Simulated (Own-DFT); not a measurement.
GaN (wurtzite, strained, atoms displaced) (calculated)

All values are calculated (Own-DFT development build). A calculation, not a measurement: plane-wave PBE density functional theory by an unreviewed code, no spin, of a simulated periodic cell, stress positive in tension, free energy of the whole cell less one offset for each atom, forces on such cells passed a denser k mesh, this cell's mesh not checked; offsets are fitted by least squares, one for each functional and potential file, so energies compare only between cells with the same atoms and settings and are not formation energies; the far tail of each file's local potential was reset to the Coulomb form; each entry is a single point on an unrelaxed cell, so the pressure reflects the starting lattice, mostly measured values (interpolated for alloys), from which strain is counted, and rises with the displacements; printed positions are rounded, which can move forces by about a meV/angstrom; the program, named Own-DFT, is a retired in-house code; no spin-orbit coupling.

Common to all runs: functional PBE; potential files PseudoDojo norm-conserving, scalar-relativistic, standard set with the stringent files for Ga; wave cutoff 96 hartree; occupations Gaussian; smearing width 0.01 eV; k mesh 3 x 4 x 3 centred on Gamma.

(1) GaN (wurtzite, strained, atoms displaced)

```
CELL_PARAMETERS angstrom
12.75600 0.00000 0.00000
-4.78350 8.28530 0.00000
0.00000 0.00000 10.39590
ATOMIC_POSITIONS crystal
Ga 0.08609 0.22169 0.99989
Ga 0.16971 0.12363 0.24966
N 0.08875 0.21968 0.19333
N 0.16798 0.11508 0.43815
Ga 0.07395 0.21853 0.50406
Ga 0.16283 0.11714 0.75380
N 0.07717 0.21828 0.69237
N 0.16916 0.11574 0.93398
Ga 0.08847 0.55746 0.00191
Ga 0.16245 0.44418 0.24321
N 0.08289 0.55472 0.18457
N 0.17109 0.44587 0.44125
Ga 0.09225 0.56505 0.50530
Ga 0.17289 0.44939 0.74773
N 0.07904 0.54262 0.68888
N 0.16638 0.45546 0.93422
Ga 0.09022 0.89764 0.00844
Ga 0.16595 0.77979 0.25280
N 0.08483 0.88582 0.19154
N 0.17104 0.78465 0.43311
Ga 0.08790 0.89405 0.49831
Ga 0.16169 0.77151 0.75206
N 0.08302 0.87939 0.69009
N 0.16389 0.78124 0.93710
Ga 0.33645 0.22212 0.99780
Ga 0.42417 0.11980 0.24944
N 0.33681 0.22745 0.19461
N 0.41613 0.10743 0.43873
Ga 0.33142 0.22350 0.51254
Ga 0.41517 0.10972 0.74958
N 0.33700 0.21399 0.68804
N 0.41438 0.10472 0.93900
Ga 0.33400 0.55019 0.99797
Ga 0.42131 0.45217 0.25078
N 0.33547 0.55245 0.18723
N 0.41868 0.44631 0.43121
Ga 0.32985 0.55224 0.50257
Ga 0.42167 0.44406 0.75032
N 0.33160 0.55957 0.69096
N 0.41071 0.44038 0.94012
Ga 0.32968 0.88524 0.99538
Ga 0.41607 0.76958 0.24866
N 0.33070 0.89100 0.19135
N 0.42392 0.77902 0.44101
Ga 0.32964 0.88795 0.49953
Ga 0.41425 0.78223 0.75578
N 0.33885 0.89222 0.68120
N 0.41015 0.76918 0.93028
Ga 0.57979 0.21078 0.00844
Ga 0.67068 0.11058 0.24913
N 0.57633 0.20532 0.19400
N 0.67663 0.11510 0.43574
Ga 0.57449 0.21374 0.50265
Ga 0.66129 0.10902 0.75408
N 0.58049 0.21886 0.68634
N 0.67113 0.11292 0.94331
Ga 0.58660 0.56200 0.99919
Ga 0.66768 0.44739 0.25404
N 0.58333 0.55865 0.18392
N 0.66995 0.45983 0.43671
Ga 0.58035 0.56008 0.50516
Ga 0.66976 0.43827 0.75174
N 0.58788 0.56245 0.69521
N 0.66333 0.45138 0.94640
Ga 0.58465 0.88867 0.99977
Ga 0.66406 0.77701 0.24500
N 0.58530 0.90268 0.18356
N 0.66640 0.78270 0.44326
Ga 0.58932 0.89991 0.49722
Ga 0.66314 0.76887 0.75268
N 0.58856 0.89563 0.68912
N 0.66970 0.77925 0.93316
Ga 0.83335 0.21714 0.99194
Ga 0.91363 0.10463 0.24168
N 0.84188 0.22454 0.18790
N 0.91627 0.11609 0.43287
Ga 0.83360 0.21437 0.50081
Ga 0.91457 0.11508 0.74863
N 0.83091 0.20901 0.69366
N 0.91424 0.11249 0.93823
Ga 0.83242 0.55667 0.00137
Ga 0.92276 0.45134 0.25151
N 0.83290 0.55646 0.19174
N 0.91965 0.44510 0.44087
Ga 0.83649 0.54960 0.50822
Ga 0.91577 0.43956 0.74593
N 0.83272 0.56043 0.69009
N 0.91056 0.44222 0.94042
Ga 0.82952 0.88734 0.00478
Ga 0.91745 0.78058 0.25398
N 0.83415 0.89332 0.19751
N 0.91794 0.77442 0.44072
Ga 0.83985 0.89096 0.50749
Ga 0.91673 0.78626 0.75271
N 0.84191 0.89279 0.68717
N 0.91511 0.77314 0.94721
```

- free energy of cell above offsets: -5.682 eV
- pressure: 6.29 GPa
- stress xx: -7.36 GPa
- stress yy: -5.26 GPa
- stress zz: -6.26 GPa
- stress yz: -0.08 GPa
- stress xz: -0.31 GPa
- stress xy: 0.84 GPa

Force:
```
element  x (eV/Å)  y (eV/Å)  z (eV/Å)
     Ga    -0.959     0.636    -0.007
     Ga     2.364    -1.771     1.165
      N    -2.431     0.902    -1.783
      N    -0.329     0.187     0.702
     Ga     1.294     0.622    -0.692
     Ga      1.16    -1.361    -1.218
      N     0.821     0.988    -0.436
      N     0.103    -0.185     1.193
     Ga    -2.193     0.252    -0.668
     Ga     1.099     0.037     1.349
      N      0.27     0.688     0.601
      N    -1.326    -0.431    -0.761
     Ga    -0.608    -0.873    -1.038
     Ga    -1.021     -1.03     0.491
      N     0.169     1.445     0.066
      N     1.486    -1.708      0.43
     Ga    -0.945    -0.919    -0.841
     Ga     0.853    -0.131    -0.892
      N    -0.929       1.2     0.131
      N    -0.485    -0.914     1.251
     Ga    -0.567    -0.345     0.328
     Ga     0.806     0.098    -0.297
      N    -0.742     1.496    -0.369
      N     0.442    -0.409     0.232
     Ga    -0.148    -0.079     1.156
     Ga    -2.471     -1.96     1.115
      N     0.127    -0.093    -1.317
      N    -0.879      0.45     0.041
     Ga     0.376     0.076    -3.196
     Ga     0.954    -0.853      0.54
      N    -2.076     1.502     1.446
      N     0.303     0.599    -0.392
     Ga    -1.118     0.545     0.319
     Ga     0.062    -0.971     -0.37
      N    -0.974     0.118    -0.524
      N    -0.319    -0.362     2.279
     Ga     1.336     0.965     -0.35
     Ga    -0.957     0.054     0.229
      N     1.731     -0.33    -0.433
      N     1.545     0.224    -0.819
     Ga     0.245    -0.358     1.348
     Ga    -0.795      1.47     0.552
      N     0.849    -0.402    -0.793
      N    -1.217    -0.254    -0.544
     Ga     1.689     0.092    -0.766
     Ga     1.184     0.014    -2.496
      N    -1.251    -0.608     1.342
      N     0.704     0.876     2.516
     Ga    -0.109     1.236    -0.517
     Ga     0.588     1.289      0.43
      N      1.85     2.794    -0.817
      N    -2.018     0.322      0.08
     Ga      1.45     1.358    -1.111
     Ga     0.844      0.01    -0.079
      N     0.249     0.447     0.742
      N    -1.507    -0.635    -0.752
     Ga     -1.07     -0.54     0.067
     Ga     0.074    -0.364    -0.438
      N      0.39     0.048     0.327
      N     0.232    -1.574     1.184
     Ga     0.559      0.31    -0.639
     Ga    -0.811     0.589     0.631
      N     0.102    -2.322    -0.918
      N     1.311    -1.968     -1.08
     Ga    -0.579    -0.188    -0.644
     Ga    -0.149     0.587     1.527
      N     0.575    -2.509      0.09
      N     0.898    -0.095    -0.733
     Ga    -0.088    -0.905     0.825
     Ga     0.128     2.883    -0.931
      N    -0.419    -1.126     0.246
      N    -0.759     0.166     1.291
     Ga    -0.172     1.745     1.715
     Ga     0.512     1.981     1.448
      N     -1.31     0.355    -0.588
      N     0.885    -1.217     0.259
     Ga    -0.175      1.46     0.348
     Ga     1.205    -1.541     1.235
      N    -2.167      1.85    -1.148
      N     1.745    -0.839      0.04
     Ga       0.1    -0.635     0.532
     Ga    -0.908    -1.012     0.118
      N     0.191    -0.022    -0.169
      N     0.616    -0.072     0.264
     Ga     -0.92      0.62    -1.393
     Ga     -0.71    -0.071     1.059
      N     0.703    -0.614     0.667
      N     1.086      0.22    -0.689
     Ga     1.153     0.297     -0.18
     Ga     0.188    -0.504     0.068
      N    -0.026     -1.88    -1.587
      N     0.213     0.425     0.205
     Ga    -0.773    -0.362    -1.844
     Ga     1.435    -1.085     0.901
      N    -1.768     0.134     0.913
      N    -0.073     1.766    -0.772
```

(2) GaN (wurtzite, strained, atoms displaced)

```
CELL_PARAMETERS angstrom
12.75600 0.00000 0.00000
-4.78350 8.28530 0.00000
0.00000 0.00000 10.39590
ATOMIC_POSITIONS crystal
Ga 0.08218 0.22384 0.00637
Ga 0.16308 0.10377 0.25524
N 0.08292 0.23170 0.19823
N 0.16528 0.10964 0.43224
Ga 0.08533 0.22920 0.50265
Ga 0.16750 0.10836 0.74617
N 0.07837 0.21245 0.69398
N 0.17424 0.11827 0.94020
Ga 0.08882 0.56407 0.00078
Ga 0.16325 0.44427 0.24085
N 0.08702 0.55912 0.19246
N 0.16448 0.44199 0.44414
Ga 0.07834 0.55563 0.50447
Ga 0.15918 0.44222 0.74468
N 0.08407 0.55567 0.68088
N 0.16187 0.44797 0.93549
Ga 0.08070 0.88533 0.99571
Ga 0.17048 0.78416 0.24836
N 0.08024 0.87981 0.18242
N 0.16691 0.77975 0.43260
Ga 0.08464 0.88556 0.50030
Ga 0.15847 0.77164 0.75897
N 0.08190 0.87971 0.68921
N 0.16470 0.78443 0.93961
Ga 0.33312 0.22283 0.00704
Ga 0.42209 0.11289 0.25079
N 0.32456 0.22163 0.18193
N 0.42000 0.11280 0.44592
Ga 0.33921 0.21842 0.51168
Ga 0.41598 0.10450 0.75290
N 0.34008 0.22146 0.69186
N 0.41231 0.09998 0.93151
Ga 0.33455 0.55153 0.99670
Ga 0.41504 0.44531 0.24776
N 0.33239 0.55200 0.18827
N 0.42088 0.44534 0.43784
Ga 0.33609 0.55326 0.49963
Ga 0.41838 0.43780 0.74586
N 0.33809 0.56510 0.68776
N 0.42502 0.45747 0.93996
Ga 0.33506 0.89011 0.99960
Ga 0.41601 0.76947 0.24669
N 0.33894 0.88745 0.18652
N 0.41207 0.78000 0.44521
Ga 0.33037 0.86791 0.50040
Ga 0.41868 0.78095 0.74574
N 0.32820 0.88763 0.68120
N 0.41175 0.77321 0.94249
Ga 0.58252 0.23093 0.00968
Ga 0.67534 0.11226 0.25086
N 0.58668 0.23085 0.18348
N 0.66105 0.10689 0.43670
Ga 0.58116 0.22102 0.49718
Ga 0.66680 0.10720 0.75673
N 0.58288 0.22646 0.68910
N 0.66392 0.11479 0.92777
Ga 0.58434 0.55372 0.00126
Ga 0.66849 0.44147 0.24524
N 0.58132 0.54821 0.19977
N 0.66694 0.44507 0.44078
Ga 0.57590 0.55550 0.50092
Ga 0.66747 0.44006 0.74498
N 0.57991 0.55408 0.68933
N 0.66617 0.44739 0.93588
Ga 0.58715 0.89218 0.00174
Ga 0.66671 0.78185 0.24518
N 0.58577 0.88726 0.19386
N 0.66205 0.77679 0.43575
Ga 0.58515 0.88330 0.49885
Ga 0.66616 0.76980 0.74740
N 0.59035 0.88750 0.68723
N 0.66774 0.77631 0.94977
Ga 0.83367 0.22574 0.99028
Ga 0.91953 0.11790 0.25297
N 0.83698 0.22459 0.18575
N 0.92285 0.11088 0.43865
Ga 0.83735 0.22115 0.50076
Ga 0.91471 0.10492 0.74889
N 0.83667 0.22055 0.68693
N 0.91027 0.10508 0.94373
Ga 0.83026 0.54959 0.99339
Ga 0.92324 0.45613 0.25608
N 0.83379 0.55789 0.19031
N 0.91151 0.43561 0.43433
Ga 0.83930 0.55273 0.50751
Ga 0.91253 0.43758 0.75590
N 0.82603 0.55816 0.68949
N 0.92491 0.45594 0.93840
Ga 0.83577 0.89002 0.99347
Ga 0.92132 0.77542 0.25147
N 0.82985 0.88825 0.19854
N 0.91449 0.77918 0.44027
Ga 0.83444 0.89331 0.49482
Ga 0.92161 0.77981 0.76014
N 0.83277 0.89411 0.68897
N 0.91863 0.76712 0.94391
```

- free energy of cell above offsets: -5.053 eV
- pressure: 6.46 GPa
- stress xx: -6.49 GPa
- stress yy: -6.47 GPa
- stress zz: -6.43 GPa
- stress yz: -0.4 GPa
- stress xz: 0.6 GPa
- stress xy: 0.36 GPa

Force:
```
element  x (eV/Å)  y (eV/Å)  z (eV/Å)
     Ga     0.149    -0.078    -0.507
     Ga    -0.252     0.393     -1.51
      N     1.011    -2.093    -1.632
      N      0.57     0.196      2.61
     Ga     0.784    -1.125     -0.07
     Ga     0.275     0.139     0.901
      N     0.667     0.978    -0.719
      N    -1.694    -0.898    -0.578
     Ga    -0.236    -0.054     0.676
     Ga     0.976     1.116     2.218
      N     -0.65     0.592    -0.928
      N    -0.014     1.203    -0.864
     Ga     0.863     0.011    -2.128
     Ga     1.691     0.057      0.44
      N    -1.334    -0.028     2.075
      N     0.995     -0.55     0.166
     Ga     0.138     1.623     0.992
     Ga     0.514    -0.242     -0.14
      N     0.171      1.23     0.396
      N    -0.042    -0.698     0.655
     Ga    -0.715     0.496     -0.27
     Ga     1.692     0.229    -1.428
      N    -0.469     1.025    -0.072
      N     1.312    -0.741     0.227
     Ga     0.806     0.358    -2.166
     Ga    -0.958     -0.09     0.585
      N     1.378    -0.246     2.293
      N    -0.691    -1.437    -1.581
     Ga    -0.993     0.195    -2.183
     Ga      0.63    -0.006    -1.084
      N     -1.41    -0.563     0.272
      N     0.049     1.854     1.957
     Ga    -0.851     0.362      0.03
     Ga     0.465     -0.84     0.602
      N    -0.412     0.009    -0.397
      N    -1.667    -1.214    -0.119
     Ga    -0.736    -0.081     0.077
     Ga    -1.225     1.329      1.23
      N    -0.171    -2.044     0.168
      N    -0.286    -2.111     -0.71
     Ga    -0.103    -0.486     0.148
     Ga    -0.095     0.869     0.866
      N    -0.684     0.518     0.331
      N     3.801    -2.033    -2.298
     Ga    -3.236     3.001     0.511
     Ga    -0.068     0.369     0.713
      N     0.188    -0.483     1.661
      N     0.935      0.68    -0.787
     Ga     0.038    -1.068    -3.205
     Ga    -0.925     0.066     0.064
      N       0.5    -1.782     1.633
      N     1.252     0.288     0.252
     Ga     0.913     0.798     0.776
     Ga    -0.463     0.235    -3.494
      N     0.708    -1.503    -0.237
      N     0.269     0.155     3.745
     Ga      0.03     0.609     1.135
     Ga    -0.153     1.346     2.103
      N    -0.182     0.849     -1.71
      N      0.27     0.212    -0.157
     Ga     2.541     0.436    -0.272
     Ga    -1.556     0.176     0.526
      N     0.938    -0.238    -0.293
      N     0.314    -0.486     -0.05
     Ga    -0.755    -0.266    -0.069
     Ga     0.926      -1.6     0.989
      N    -1.381     0.758    -1.142
      N     1.175    -0.133     0.096
     Ga    -1.263     0.957     0.233
     Ga    -0.054     0.631      0.96
      N    -1.105     0.232     0.333
      N     0.022     0.163    -1.501
     Ga    -0.219     -0.03     1.396
     Ga    -0.349    -1.084    -0.351
      N    -0.344     0.837    -0.344
      N    -1.104     0.529     0.243
     Ga    -0.881     -0.94     -0.32
     Ga    -0.257     0.546     0.835
      N    -0.645     0.272      0.53
      N     1.066     1.188    -1.061
     Ga     0.024    -0.102     1.691
     Ga    -0.552     -1.06    -1.736
      N     0.568    -0.475    -0.948
      N       0.6     0.887     1.423
     Ga    -2.062     0.329    -1.256
     Ga     0.023     0.811    -1.312
      N     2.411     0.338      0.68
      N    -0.381    -1.256    -0.007
     Ga    -0.052    -1.071     2.066
     Ga    -1.752     0.269     0.218
      N     1.733     0.672    -1.393
      N     1.199     -0.61     0.137
     Ga    -0.297    -1.027     0.517
     Ga    -1.311    -0.269    -1.585
      N     0.899     -1.62    -0.078
      N    -1.442      1.34    -0.691
```

(3) GaN (wurtzite, strained, atoms displaced)

```
CELL_PARAMETERS angstrom
12.75600 0.00000 0.00000
-4.78350 8.28530 0.00000
0.00000 0.00000 10.39590
ATOMIC_POSITIONS crystal
Ga 0.08330 0.22699 0.99818
Ga 0.17065 0.10761 0.24446
N 0.08368 0.22515 0.19225
N 0.16891 0.11320 0.43858
Ga 0.07901 0.21961 0.50098
Ga 0.16662 0.10525 0.74377
N 0.07988 0.21608 0.69193
N 0.16836 0.11452 0.93590
Ga 0.08702 0.55905 0.01184
Ga 0.16199 0.44917 0.25202
N 0.08263 0.55929 0.18443
N 0.16464 0.45775 0.43868
Ga 0.08512 0.55864 0.50514
Ga 0.17374 0.44641 0.75049
N 0.08652 0.55654 0.68992
N 0.17063 0.44860 0.92887
Ga 0.08883 0.89235 0.99648
Ga 0.17028 0.77827 0.24458
N 0.08314 0.89293 0.18839
N 0.16949 0.78287 0.44721
Ga 0.08967 0.88735 0.49302
Ga 0.16798 0.78452 0.74995
N 0.08847 0.89135 0.68938
N 0.16370 0.77809 0.93885
Ga 0.33304 0.22332 0.00096
Ga 0.41195 0.10857 0.24574
N 0.33348 0.21362 0.18453
N 0.41985 0.11332 0.45031
Ga 0.32933 0.22362 0.49334
Ga 0.40877 0.10539 0.74861
N 0.33103 0.21991 0.67923
N 0.41230 0.11370 0.93433
Ga 0.32881 0.55379 0.99912
Ga 0.40990 0.43488 0.24787
N 0.32923 0.55154 0.18642
N 0.41975 0.45583 0.44208
Ga 0.32488 0.55086 0.50053
Ga 0.41734 0.43869 0.75190
N 0.32615 0.54620 0.68975
N 0.41178 0.43601 0.93957
Ga 0.33270 0.88505 0.00516
Ga 0.42037 0.77915 0.24589
N 0.33415 0.89760 0.18750
N 0.41723 0.77779 0.42937
Ga 0.32921 0.87894 0.49273
Ga 0.42322 0.79015 0.74634
N 0.33575 0.89270 0.68804
N 0.41622 0.78218 0.94429
Ga 0.57705 0.22174 0.99659
Ga 0.65981 0.10998 0.24352
N 0.58203 0.22095 0.18982
N 0.65893 0.10082 0.43578
Ga 0.58811 0.22017 0.50833
Ga 0.67305 0.10394 0.75219
N 0.58666 0.23351 0.69626
N 0.67153 0.11685 0.93003
Ga 0.57947 0.55506 0.99971
Ga 0.65397 0.43007 0.24558
N 0.58525 0.55174 0.18924
N 0.66325 0.44200 0.43673
Ga 0.58654 0.55638 0.50322
Ga 0.66620 0.45042 0.75542
N 0.58283 0.55627 0.68696
N 0.66100 0.44346 0.93291
Ga 0.58180 0.88793 0.98927
Ga 0.67199 0.78375 0.25125
N 0.57963 0.89228 0.18181
N 0.66172 0.77114 0.44337
Ga 0.58149 0.89302 0.49220
Ga 0.66702 0.78198 0.75187
N 0.57630 0.89158 0.69022
N 0.67100 0.78469 0.94131
Ga 0.83334 0.22455 0.00227
Ga 0.91630 0.11672 0.24675
N 0.82808 0.22442 0.18821
N 0.90992 0.10513 0.44282
Ga 0.83407 0.22017 0.50924
Ga 0.91495 0.11408 0.75033
N 0.83376 0.23077 0.69018
N 0.91991 0.10895 0.94199
Ga 0.83816 0.55728 0.99705
Ga 0.91334 0.44076 0.25162
N 0.84066 0.55485 0.19283
N 0.91683 0.44307 0.43175
Ga 0.83704 0.56144 0.50600
Ga 0.91930 0.44642 0.75766
N 0.83526 0.55891 0.68003
N 0.91472 0.43377 0.93623
Ga 0.83330 0.90079 0.00796
Ga 0.91384 0.76803 0.25527
N 0.84136 0.88767 0.18925
N 0.92148 0.78581 0.44121
Ga 0.82653 0.88919 0.49702
Ga 0.91442 0.77728 0.75122
N 0.83061 0.89071 0.68390
N 0.92118 0.78360 0.93658
```

- free energy of cell above offsets: -5.582 eV
- pressure: 6.37 GPa
- stress xx: -6.14 GPa
- stress yy: -6.57 GPa
- stress zz: -6.39 GPa
- stress yz: -0.16 GPa
- stress xz: 0.15 GPa
- stress xy: -0.19 GPa

Force:
```
element  x (eV/Å)  y (eV/Å)  z (eV/Å)
     Ga     0.989     -0.03     0.178
     Ga    -1.519     0.462      0.96
      N     0.151     0.226    -0.507
      N    -1.123    -0.178     -0.95
     Ga     0.248     0.148     0.021
     Ga    -0.332     1.168     0.715
      N     0.036     0.663    -0.632
      N    -0.185     0.034     0.178
     Ga    -0.242    -0.415    -3.745
     Ga     0.959    -0.473     0.031
      N     0.042    -0.282     2.111
      N     0.793    -1.999    -0.466
     Ga    -1.582      0.01     0.123
     Ga    -2.183    -1.068    -0.594
      N    -0.417     0.039     0.399
      N    -1.115    -0.286     2.271
     Ga    -1.243     0.408     0.535
     Ga    -1.235     0.513     1.025
      N     0.607    -1.194    -0.157
      N     0.246    -1.725      -2.4
     Ga    -2.015     1.183      1.41
     Ga      0.89    -1.091     0.113
      N    -1.222    -0.877      -0.9
      N     1.265    -0.463     0.187
     Ga    -0.392    -0.815    -0.687
     Ga     1.447     0.622     2.325
      N    -0.849     1.258      0.28
      N    -0.528    -0.527    -1.901
     Ga     1.653     0.748     0.625
     Ga     0.993     1.546    -0.609
      N    -0.039     0.335     1.067
      N     0.569    -0.945     0.743
     Ga     0.846     0.201    -0.102
     Ga     0.455     1.241     0.801
      N    -0.019      0.24      0.12
      N    -0.364    -1.233    -1.017
     Ga     1.334      0.81     0.114
     Ga     -0.62    -0.012    -0.782
      N     2.317     2.096    -0.658
      N    -0.019      1.66    -0.121
     Ga    -0.896     0.978    -1.277
     Ga    -0.722    -0.626     -0.16
      N     0.728    -1.712     0.226
      N    -0.365    -0.598     0.939
     Ga      1.25     2.112     1.156
     Ga    -2.262    -2.322     1.116
      N      -0.2    -1.123    -0.491
      N     0.249    -0.876    -1.217
     Ga     0.813    -0.067    -0.486
     Ga     0.938    -0.176     1.064
      N    -0.915    -0.984    -1.591
      N     1.085     2.099    -0.277
     Ga    -1.081     0.607     0.044
     Ga    -2.176     1.691    -0.882
      N     0.444    -1.667    -0.373
      N    -0.627    -0.589     2.025
     Ga     0.377     0.284     0.214
     Ga      1.71     2.055     1.527
      N    -1.482      0.78    -0.494
      N     0.904     0.094     0.037
     Ga    -0.441    -0.944     -0.43
     Ga     0.624    -0.225    -1.719
      N    -0.279     0.665     0.977
      N     0.874     0.626     2.075
     Ga     0.113     0.916     1.128
     Ga    -0.491    -0.754    -0.168
      N      1.53     -0.32    -0.101
      N    -0.171     1.166    -1.145
     Ga     0.128    -1.767     1.087
     Ga    -0.026    -0.533     -0.48
      N     2.757     0.162      -1.3
      N    -0.349    -0.826    -0.419
     Ga     0.139    -0.971    -0.159
     Ga     0.184    -0.554     0.843
      N     0.696    -0.693    -0.138
      N       0.4      1.16    -1.091
     Ga    -0.867     0.541    -1.793
     Ga      0.54    -0.404     0.176
      N     0.774    -0.712      0.23
      N    -1.214     1.111    -0.608
     Ga    -0.705     0.123     0.605
     Ga     0.388     0.151     0.006
      N    -1.969    -0.445    -1.473
      N     0.114      0.02     1.903
     Ga    -0.325    -0.621    -2.686
     Ga    -0.048      0.82    -1.612
      N     0.059    -0.205     3.056
      N     0.194     1.813     1.198
     Ga     1.396     -1.66    -0.784
     Ga     0.599     0.864    -0.134
      N    -1.533     0.483     0.718
      N    -0.365    -0.517    -0.034
     Ga     1.196    -0.625      0.46
     Ga     0.368     0.581    -0.605
      N     0.022     0.111     0.766
      N    -0.686    -0.495     0.446
```
